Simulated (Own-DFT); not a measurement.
# Point defects and the pressure they add: zincblende InP

Everything here is calculated. The program is Own-DFT (plane waves, in-house, since retired, never reviewed by a person); positions were held fixed, and spin and spin-orbit coupling were off.

Method: PBE; PseudoDojo norm-conserving scalar-relativistic files; cutoff 36 hartree; 2 x 3 x 3 k mesh centred on Gamma; Fermi-Dirac smearing of 0.1 eV.

Caveats (not all hold for every row): not probed for a lower state with spin; forces on such cells failed a check on a denser k mesh; forces not confirmed at this smearing and k mesh; stress not checked against mesh or cutoff.

All runs share one cell, with vectors in Å (17.606, 0.000, 0.000); (0.000, 11.737, 0.000); (0.000, 0.000, 11.737) and a volume of 2425.5 Å³. u is the rms random offset of the atoms per axis. The defect's site can differ from row to row.

| cell | formula | u (Å) | P (GPa) |
|---|---|---|---|
| no defect | In48P48 | 0.0186 | 3.20 |
| no defect | In48P48 | 0.0208 | 3.22 |
| no defect | In48P48 | 0.0488 | 3.58 |
| one In on a P site and one P on an In site | In48P48 | 0.0305 | 3.50 |
| one In on a P site and one P on an In site | In48P48 | 0.0515 | 3.93 |
| one In on a P site and one P on an In site | In48P48 | 0.0542 | 3.94 |
| two P on an In site each | In46P50 | 0.0291 | 3.03 |
| two P on an In site each | In46P50 | 0.0305 | ? |
| two P on an In site each | In46P50 | 0.0486 | 3.30 |
| two P on an In site each | In46P50 | 0.0557 | 3.44 |

## Working it out

P = P0 + c u² + a shift for each defect gives P0 = 3.12 GPa, c = 199 ± 11 GPa/Å² and a scatter of 0.03 GPa. The shifts, and each times the cell's volume:

- one In on a P site and one P on an In site: 0.24 ± 0.03 GPa, 3.6 eV
- two P on an In site each: -0.28 ± 0.03 GPa, -4.3 eV (-2.1 eV for each of its 2 sites)

A positive shift means that the defect pushes the cell outwards. Shift times volume (160.2 GPa Å³ is 1 eV) depends little on the cell's size, so, taken for each site, it can be compared between cells at like pressure. The atoms around the defects weren't relaxed, which would change these numbers.

## Withheld run

Question: what pressure belongs in the blank (two P on an In site each, u = 0.0305 Å)?

From the fit: 3.02 ± 0.04 GPa. The run itself gave 3.02 GPa.
